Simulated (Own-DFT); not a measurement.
Hf36O71 (tetragonal hafnia with one neutral oxygen vacancy, atoms displaced) (calculated)

All values are calculated (Own-DFT development build). A calculation, not a measurement: plane-wave PBE and HSE06 DFT by an unreviewed code, no spin, of a simulated cell at Gamma alone, so results move with cell size and shape, stress positive in tension, energies less offsets, not probed for a lower state with spin; hafnium file: forces about 75 meV/angstrom off all-electron values; oxygen file: force components 24 meV/angstrom off all-electron in a glass; k mesh not checked against a denser one; forces and stress are PBE's, HSE06 gives the energy alone, and its difference from PBE has offsets of its own; offsets are fitted by least squares, one for each functional and potential file, so energies compare only between cells with the same atoms and settings and are not formation energies; the far tail of each file's local potential was reset to the Coulomb form; each entry is a single point on an unrelaxed cell, so the pressure reflects the starting lattice, taken from the Materials Project, from which strain is counted, and rises with the displacements; printed positions are rounded, which can move forces by about a meV/angstrom; the program is a retired in-house code; no spin-orbit coupling.

Settings shared by all entries: first functional PBE; second functional HSE06; exact exchange share 0.25; screening 0.11 1/bohr; exchange divergence Gygi-Baldereschi; potential files PseudoDojo norm-conserving, scalar-relativistic, made for PBE, standard set; wave cutoff 48 hartree; occupations fixed; k mesh 1 x 1 x 1 centred on Gamma.

(1) Hf36O71 (tetragonal hafnia with one neutral oxygen vacancy, atoms displaced)

```cif
# cell vector a (Å): 10.7800 0.0000 0.0000
# cell vector b (Å): 0.0000 10.7800 0.0000
# cell vector c (Å): 0.0000 0.0000 10.4493
data_Hf36O71
_symmetry_space_group_name_H-M 'P 1'
_symmetry_Int_Tables_number 1
_cell_length_a 10.7800
_cell_length_b 10.7800
_cell_length_c 10.4493
_cell_angle_alpha 90.000
_cell_angle_beta 90.000
_cell_angle_gamma 90.000
_cell_volume 1214.30
loop_
_atom_site_label
_atom_site_type_symbol
_atom_site_fract_x
_atom_site_fract_y
_atom_site_fract_z
_atom_site_occupancy
Hf1 Hf 0.01081 0.00724 0.99337 1
Hf2 Hf 0.16596 0.18404 0.24871 1
O1 O 0.99482 0.16246 0.16074 1
O2 O 0.17192 0.99694 0.34637 1
O3 O 0.00920 0.16442 0.39471 1
O4 O 0.16696 0.00968 0.11587 1
Hf3 Hf 0.01771 0.00087 0.48813 1
Hf4 Hf 0.16293 0.16660 0.74444 1
O5 O 0.01448 0.16099 0.65135 1
O6 O 0.14796 0.99736 0.84814 1
O7 O 0.98824 0.16793 0.90779 1
O8 O 0.17430 0.00229 0.59230 1
Hf5 Hf 0.01075 0.33890 0.99413 1
Hf6 Hf 0.16846 0.50462 0.25050 1
O9 O 0.99827 0.50263 0.16437 1
O10 O 0.15530 0.33273 0.34621 1
O11 O 0.01812 0.50425 0.38938 1
O12 O 0.16680 0.32815 0.09051 1
Hf7 Hf 0.00140 0.34829 0.51036 1
Hf8 Hf 0.15045 0.48885 0.75461 1
O13 O 0.00131 0.48656 0.66699 1
O14 O 0.14930 0.33121 0.84215 1
O15 O 0.00447 0.49519 0.89925 1
O16 O 0.16591 0.33066 0.59538 1
Hf9 Hf 0.00211 0.65524 0.99613 1
Hf10 Hf 0.16451 0.82918 0.25369 1
O17 O 0.99909 0.84095 0.14922 1
O18 O 0.17147 0.67760 0.34649 1
O19 O 0.99443 0.83179 0.39725 1
Hf11 Hf 0.98472 0.67654 0.50684 1
Hf12 Hf 0.14746 0.82182 0.75061 1
O20 O 0.99635 0.82673 0.66157 1
O21 O 0.15468 0.66526 0.84838 1
O22 O 0.99389 0.83645 0.89016 1
O23 O 0.16707 0.66322 0.58655 1
Hf13 Hf 0.31995 0.00580 0.99871 1
Hf14 Hf 0.49586 0.17790 0.26123 1
O24 O 0.32739 0.15517 0.14323 1
O25 O 0.49797 0.00863 0.33833 1
O26 O 0.33716 0.16293 0.40304 1
O27 O 0.48571 0.98703 0.09293 1
Hf15 Hf 0.33568 0.00694 0.49184 1
Hf16 Hf 0.48273 0.14978 0.74342 1
O28 O 0.33441 0.16749 0.65002 1
O29 O 0.51395 0.98062 0.83874 1
O30 O 0.33292 0.17662 0.90035 1
O31 O 0.49244 0.00703 0.60731 1
Hf17 Hf 0.33598 0.34109 0.01928 1
Hf18 Hf 0.48968 0.49870 0.26185 1
O32 O 0.34139 0.48922 0.14889 1
O33 O 0.50718 0.34247 0.34954 1
O34 O 0.32119 0.51138 0.41467 1
O35 O 0.48432 0.32673 0.10524 1
Hf19 Hf 0.33687 0.32045 0.49609 1
Hf20 Hf 0.49263 0.50464 0.74295 1
O36 O 0.33439 0.51166 0.63774 1
O37 O 0.48779 0.33523 0.83942 1
O38 O 0.33706 0.51972 0.90770 1
O39 O 0.49789 0.35088 0.59727 1
Hf21 Hf 0.33941 0.65967 0.00098 1
Hf22 Hf 0.50524 0.83957 0.24792 1
O40 O 0.33351 0.82855 0.15584 1
O41 O 0.50446 0.65994 0.33865 1
O42 O 0.32674 0.81923 0.39910 1
O43 O 0.50138 0.66374 0.09250 1
Hf23 Hf 0.33506 0.67128 0.48858 1
Hf24 Hf 0.51004 0.83348 0.76151 1
O44 O 0.33553 0.83119 0.64973 1
O45 O 0.51371 0.67983 0.85715 1
O46 O 0.33184 0.83950 0.89387 1
O47 O 0.49282 0.67066 0.60588 1
Hf25 Hf 0.67052 0.00432 0.99465 1
Hf26 Hf 0.83992 0.16950 0.24684 1
O48 O 0.67288 0.16407 0.14656 1
O49 O 0.83480 0.99636 0.35191 1
O50 O 0.66072 0.16783 0.40571 1
O51 O 0.82798 0.99820 0.10192 1
Hf27 Hf 0.66065 0.00198 0.50930 1
Hf28 Hf 0.84016 0.16955 0.74524 1
O52 O 0.66393 0.17274 0.65197 1
O53 O 0.83236 0.00099 0.84402 1
O54 O 0.66253 0.17111 0.89020 1
O55 O 0.83013 0.00529 0.59927 1
Hf29 Hf 0.67848 0.34245 0.00245 1
Hf30 Hf 0.83873 0.51616 0.26139 1
O56 O 0.67185 0.50067 0.15957 1
O57 O 0.83071 0.33681 0.34696 1
O58 O 0.65712 0.50583 0.38949 1
O59 O 0.82671 0.34200 0.08036 1
Hf31 Hf 0.66209 0.31718 0.50450 1
Hf32 Hf 0.83016 0.49849 0.74290 1
O60 O 0.66074 0.49233 0.64900 1
O61 O 0.83009 0.33471 0.85259 1
O62 O 0.66609 0.50006 0.91260 1
O63 O 0.83670 0.32841 0.60448 1
Hf33 Hf 0.67669 0.65751 0.00837 1
Hf34 Hf 0.82717 0.84226 0.26438 1
O64 O 0.67297 0.82964 0.14993 1
O65 O 0.83906 0.67405 0.35266 1
O66 O 0.65678 0.84298 0.40801 1
O67 O 0.84346 0.66043 0.10383 1
Hf35 Hf 0.66673 0.67853 0.49483 1
Hf36 Hf 0.82982 0.82131 0.74670 1
O68 O 0.66655 0.82835 0.66196 1
O69 O 0.83101 0.67042 0.83788 1
O70 O 0.66104 0.83399 0.90814 1
O71 O 0.84397 0.66986 0.60880 1
```

* PBE energy of cell above offsets: -83.644 eV
* HSE06 less PBE above offsets: 0.738 eV
* PBE pressure: 6.97 GPa
* PBE stress xx: -5.56 GPa
* PBE stress yy: -8.93 GPa
* PBE stress zz: -6.4 GPa
* PBE stress yz: -0.63 GPa
* PBE stress xz: -2.62 GPa
* PBE stress xy: 0.4 GPa

Force:
```csv
element,x (eV/Å),y (eV/Å),z (eV/Å)
Hf,-2.041,-2.951,1.873
Hf,-1.058,-4.502,-1.446
O,1.852,1.011,-1.822
O,-0.114,1.008,1.239
O,-0.527,0.635,1.437
O,-0.732,-0.425,-2.768
Hf,-1.39,0.864,0.269
Hf,2.135,-1.136,1.623
O,-3.056,0.268,-0.994
O,0.958,1.33,-0.261
O,0.539,1.496,-0.704
O,-0.427,0.196,0.269
Hf,-3.198,-1.714,0.66
Hf,-0.259,1.893,0.7
O,1.395,-0.55,-2.202
O,1.625,1.529,0.716
O,-1.922,0.387,3.368
O,-0.632,-0.023,1.984
Hf,-0.069,-1.464,-2.84
Hf,6.204,3.367,-0.447
O,-2.889,0.127,-3.499
O,0.341,-1.044,0.784
O,-0.648,1.019,0.158
O,0.995,0.088,0.138
Hf,0.746,2.952,1.205
Hf,0.581,1.846,-2.349
O,0.181,-0.823,0.458
O,-0.775,-3.177,-1.094
O,0.415,0.432,1.271
Hf,6.281,0.122,-2.641
Hf,5.692,0.616,0.689
O,-1.304,0.302,-3.881
O,-0.43,-1.298,0.271
O,0.211,-1.13,1.897
O,-2.778,0.443,0.751
Hf,1.14,-1.529,0.576
Hf,1.383,-1.264,-4.285
O,0.969,2.148,2.16
O,-0.181,-0.974,1.576
O,0.111,2.232,-2.039
O,1.709,0.375,-0.327
Hf,-0.866,-5.781,1.682
Hf,4.682,1.907,4.561
O,-2.787,0.785,-2.253
O,-0.716,7.925,2.723
O,-0.533,-1.878,-0.509
O,1.061,-0.043,-2.253
Hf,1.061,-0.714,-5.031
Hf,3.169,1.845,-2.156
O,-2.55,1.126,0.906
O,-1.223,-2.637,1.952
O,0.372,-5.156,-3.896
O,4.023,-0.624,1.674
Hf,-0.213,4.884,2.747
Hf,-0.822,0.184,0.666
O,-1.196,-1.606,2.878
O,-0.287,0.561,-0.085
O,-0.561,-5.439,-2.599
O,-0.927,-1.934,-1.632
Hf,0.139,6.205,1.527
Hf,-1.523,-0.583,-2.541
O,-0.934,-0.561,0.234
O,-0.055,2.991,1.538
O,1.411,5.812,-1.535
O,0.551,-0.328,1.048
Hf,-0.014,0.061,5.598
Hf,-3.803,-5.097,-2.63
O,-0.916,0.593,0.113
O,-0.61,-3.393,-0.12
O,-0.9,-0.488,1.549
O,2.856,-0.221,-2.038
Hf,-0.359,0.365,-0.203
Hf,-2.143,-0.798,0.455
O,-1.516,0.63,1.387
O,-0.373,2.489,0.761
O,-0.427,-1.746,-1.01
O,1.13,0.317,-0.295
Hf,1.484,1.399,1.072
Hf,-1.928,-1.6,1.597
O,-0.449,0.006,-0.871
O,-0.162,0.161,-0.213
O,0.164,-0.275,1.2
O,0.38,0.026,-1.038
Hf,-4.622,-2.742,-1.852
Hf,-2.184,-2.553,-1.583
O,-0.825,-0.023,-0.507
O,0.481,0.062,0.349
O,1.655,0.516,2.757
O,5.728,-0.504,3.115
Hf,0.708,3.699,1.086
Hf,-3.088,-0.994,1.909
O,2.338,0.92,0.397
O,0.477,0.897,-1.759
O,0.504,0.612,-1.821
O,0.182,0.354,-0.701
Hf,-2.118,2.112,-0.069
Hf,1.651,0.418,-4.501
O,-0.733,-0.267,1.668
O,-0.871,0.256,2.146
O,0.189,-0.781,-0.631
O,-0.281,-0.28,-0.465
Hf,-2.948,-3.195,1.346
Hf,0.062,4.774,2.296
O,0.738,0.153,-3.044
O,0.044,-3.681,2.191
O,2.007,-0.518,0.49
O,-3.826,-1.278,-0.25
```

(2) Hf36O71 (tetragonal hafnia with one neutral oxygen vacancy, atoms displaced)

```cif
# cell vector a (Å): 10.7800 0.0000 0.0000
# cell vector b (Å): 0.0000 10.7800 0.0000
# cell vector c (Å): 0.0000 0.0000 10.4493
data_Hf36O71
_symmetry_space_group_name_H-M 'P 1'
_symmetry_Int_Tables_number 1
_cell_length_a 10.7800
_cell_length_b 10.7800
_cell_length_c 10.4493
_cell_angle_alpha 90.000
_cell_angle_beta 90.000
_cell_angle_gamma 90.000
_cell_volume 1214.30
loop_
_atom_site_label
_atom_site_type_symbol
_atom_site_fract_x
_atom_site_fract_y
_atom_site_fract_z
_atom_site_occupancy
Hf1 Hf 0.99482 0.99837 0.99999 1
Hf2 Hf 0.16895 0.16155 0.25121 1
O1 O 0.99928 0.16590 0.15219 1
O2 O 0.16413 0.00075 0.34676 1
O3 O 0.99811 0.16884 0.40187 1
O4 O 0.15954 0.99722 0.09940 1
Hf3 Hf 0.99889 0.99832 0.49778 1
Hf4 Hf 0.17331 0.16378 0.75553 1
O5 O 0.99959 0.16925 0.65046 1
O6 O 0.16619 0.00480 0.84295 1
O7 O 0.00470 0.16519 0.89761 1
O8 O 0.17292 0.00160 0.59318 1
Hf5 Hf 0.99506 0.33748 0.00168 1
Hf6 Hf 0.16197 0.49024 0.25588 1
O9 O 0.99892 0.49228 0.15242 1
O10 O 0.17230 0.33686 0.34828 1
O11 O 0.99378 0.50668 0.39812 1
O12 O 0.15471 0.33494 0.09330 1
Hf7 Hf 0.00391 0.33563 0.49762 1
Hf8 Hf 0.17178 0.49756 0.74464 1
O13 O 0.00225 0.49927 0.64904 1
O14 O 0.16746 0.32870 0.84487 1
O15 O 0.99861 0.50247 0.89565 1
O16 O 0.17256 0.32998 0.60350 1
Hf9 Hf 0.99620 0.66775 0.00079 1
Hf10 Hf 0.15595 0.83213 0.25937 1
O17 O 0.00160 0.83156 0.14979 1
O18 O 0.16547 0.66197 0.35492 1
O19 O 0.00735 0.82942 0.40007 1
O20 O 0.16934 0.66294 0.10351 1
Hf11 Hf 0.99416 0.66960 0.49974 1
Hf12 Hf 0.16880 0.83620 0.74031 1
O21 O 0.99662 0.83166 0.64801 1
O22 O 0.16532 0.67250 0.83740 1
O23 O 0.99999 0.82261 0.90145 1
O24 O 0.16854 0.67150 0.60224 1
Hf13 Hf 0.33224 0.99770 0.99534 1
Hf14 Hf 0.50299 0.17080 0.25490 1
O25 O 0.33307 0.16819 0.15415 1
O26 O 0.49598 0.00091 0.35032 1
O27 O 0.33342 0.15792 0.39850 1
O28 O 0.49679 0.99927 0.09380 1
Hf15 Hf 0.33232 0.99673 0.49843 1
Hf16 Hf 0.49482 0.16999 0.74767 1
O29 O 0.33109 0.16425 0.64718 1
O30 O 0.49914 0.00354 0.84514 1
O31 O 0.33876 0.16994 0.89747 1
O32 O 0.50016 0.99964 0.60265 1
Hf17 Hf 0.33075 0.33453 0.99298 1
Hf18 Hf 0.49841 0.49531 0.25418 1
O33 O 0.32607 0.50915 0.15370 1
O34 O 0.50970 0.32708 0.34654 1
O35 O 0.33669 0.50420 0.40046 1
O36 O 0.49932 0.34296 0.09607 1
Hf19 Hf 0.33437 0.33981 0.49759 1
Hf20 Hf 0.50208 0.49989 0.74575 1
O37 O 0.33498 0.50362 0.64304 1
O38 O 0.50455 0.33418 0.85254 1
O39 O 0.34232 0.49484 0.89727 1
O40 O 0.50072 0.32931 0.59648 1
Hf21 Hf 0.33033 0.67125 0.99670 1
Hf22 Hf 0.49416 0.83546 0.24316 1
O41 O 0.33152 0.83567 0.15546 1
O42 O 0.50713 0.66192 0.34998 1
O43 O 0.33135 0.84326 0.39572 1
O44 O 0.50185 0.65604 0.10015 1
Hf23 Hf 0.33997 0.66494 0.49666 1
Hf24 Hf 0.50170 0.83109 0.75072 1
O45 O 0.33013 0.82983 0.65406 1
O46 O 0.50093 0.65807 0.84274 1
O47 O 0.34603 0.83002 0.89804 1
O48 O 0.51270 0.67772 0.59271 1
Hf25 Hf 0.66688 0.99492 0.00151 1
Hf26 Hf 0.83657 0.16083 0.25141 1
O49 O 0.66560 0.16846 0.14851 1
O50 O 0.82455 0.99814 0.35421 1
O51 O 0.67235 0.15926 0.40585 1
O52 O 0.83380 0.99891 0.10477 1
Hf27 Hf 0.66629 0.00367 0.50913 1
Hf28 Hf 0.83297 0.16274 0.75234 1
O53 O 0.66807 0.15846 0.64971 1
O54 O 0.82311 0.01302 0.84495 1
O55 O 0.65675 0.16682 0.89965 1
O56 O 0.83312 0.99549 0.59251 1
Hf29 Hf 0.66985 0.33987 0.00126 1
Hf30 Hf 0.82503 0.50211 0.25002 1
O57 O 0.66588 0.49513 0.15877 1
O58 O 0.84072 0.32742 0.34336 1
O59 O 0.66759 0.50831 0.40283 1
O60 O 0.83146 0.34197 0.10103 1
Hf31 Hf 0.66856 0.33107 0.50022 1
Hf32 Hf 0.83325 0.49640 0.75435 1
O61 O 0.66143 0.49670 0.64373 1
O62 O 0.83005 0.33641 0.85225 1
O63 O 0.66401 0.49793 0.89917 1
O64 O 0.83567 0.32468 0.60773 1
Hf33 Hf 0.66852 0.66666 0.00298 1
Hf34 Hf 0.83457 0.82722 0.25322 1
O65 O 0.66157 0.82745 0.15609 1
O66 O 0.82900 0.66820 0.34280 1
O67 O 0.66706 0.83574 0.40046 1
Hf35 Hf 0.66292 0.66635 0.50507 1
Hf36 Hf 0.83336 0.83081 0.75706 1
O68 O 0.67260 0.82989 0.64844 1
O69 O 0.83199 0.67629 0.84027 1
O70 O 0.67059 0.83747 0.90095 1
O71 O 0.83100 0.65805 0.59593 1
```

- PBE energy of cell above offsets: -96.791 eV
- HSE06 less PBE above offsets: 0.086 eV
- PBE pressure: 1.38 GPa
- PBE stress xx: -0.27 GPa
- PBE stress yy: -2.5 GPa
- PBE stress zz: -1.38 GPa
- PBE stress yz: 0.99 GPa
- PBE stress xz: 0.63 GPa
- PBE stress xy: -0.03 GPa

Force:
```csv
element,x (eV/Å),y (eV/Å),z (eV/Å)
Hf,0.732,0.695,0.054
Hf,-0.034,0.288,-0.685
O,-0.053,-0.205,-0.089
O,-0.619,-0.173,0.21
O,0.536,-0.518,-0.002
O,0.76,0.265,-0.73
Hf,-0.259,1.072,0.834
Hf,-1.394,1.252,-1.968
O,0.715,-0.666,0.172
O,0.456,-2.359,1.203
O,-0.68,-0.096,1.054
O,-1.894,-0.616,0.42
Hf,-0.359,-0.367,-0.441
Hf,-0.025,3.188,-2.306
O,-0.693,1.07,-0.085
O,-0.048,-1.989,1.253
O,0.269,-1.132,0.551
O,2.256,-0.16,0.459
Hf,-1.088,-0.284,1.139
Hf,-1.039,0.553,0.302
O,0.018,-0.297,0.248
O,0.319,1.416,0.474
O,-0.231,0.254,0.503
O,-0.13,0.883,-1.322
Hf,1.119,-1.084,0.785
Hf,1.898,-1.05,-0.92
O,-1.174,-0.64,0.035
O,0.4,0.284,-0.304
O,-0.675,0.866,-0.362
O,-1.181,0.786,-1.451
Hf,1.239,-1.157,1.046
Hf,-1.159,-0.727,0.05
O,0.252,0.347,0.216
O,0.875,-1.078,1.247
O,-0.439,2.653,-0.01
O,-0.127,-0.33,-1.246
Hf,0.266,0.427,0.65
Hf,-0.197,-2.493,-1.299
O,-0.084,0.114,-0.467
O,0.503,0.048,-0.873
O,-0.328,2.212,0.252
O,0.238,-0.489,0.023
Hf,1.699,1.039,0.205
Hf,1.228,-0.488,0.394
O,0.566,0.334,0.399
O,-0.302,-1.105,0.138
O,-0.461,-0.777,0.305
O,-0.761,-0.553,-0.1
Hf,0.309,0.162,1.362
Hf,-0.689,1.146,-1.466
O,0.618,-1.181,0.431
O,-0.358,1.557,1.253
O,0.406,-1.244,-0.068
O,-0.584,-0.164,0.282
Hf,-0.378,-1.911,0.609
Hf,-0.044,-1.345,0.911
O,0.688,0.07,-0.083
O,-0.509,0.409,-1.316
O,-1.16,1.248,-0.123
O,-0.302,0.052,-0.278
Hf,-0.089,-1.914,1.308
Hf,0.669,0.135,2.179
O,-0.879,-0.24,-1.29
O,-1.217,0.973,-0.34
O,-0.006,-2.655,0.488
O,-0.226,0.702,-1.021
Hf,-1.034,1.597,0.063
Hf,0.206,0.908,-0.649
O,1.792,0.002,-0.616
O,0.263,1.655,0.179
O,-0.442,0.912,0.404
O,-4.333,-0.252,1.896
Hf,-0.653,2.591,-0.056
Hf,-0.844,-0.024,0.072
O,0.331,-0.099,0.755
O,1.695,-0.384,-0.94
O,-0.481,1.948,-0.567
O,-0.186,-0.309,-0.82
Hf,-0.226,-1.647,-1.173
Hf,0.319,2.848,-1.67
O,-0.438,0.674,0.378
O,0.75,-3.944,1.83
O,0.671,0.145,0.881
O,1.139,0.342,0.974
Hf,-1.091,-2.097,-0.165
Hf,1.728,-1.375,0.512
O,-0.287,0.752,-1.116
O,-0.702,1.117,0.834
O,0.334,-2.651,-0.33
O,0.183,-0.454,-0.369
Hf,0.958,-0.023,0.189
Hf,0.351,0.209,-1.362
O,0.85,-0.255,0.925
O,0.1,-0.767,0.161
O,0.82,1.665,0.167
O,-0.421,1.248,-1.437
Hf,-0.668,-0.008,0.047
Hf,-1.648,1.812,0.026
O,1.349,-0.244,-1.253
O,0.741,-0.13,-0.085
O,-0.027,-0.44,0.574
Hf,2.539,1.628,-2.426
Hf,-0.235,2.505,-2.454
O,-0.278,0.277,1.427
O,-0.419,-3.476,1.926
O,-0.402,-1.379,0.223
O,0.533,0.108,0.242
```
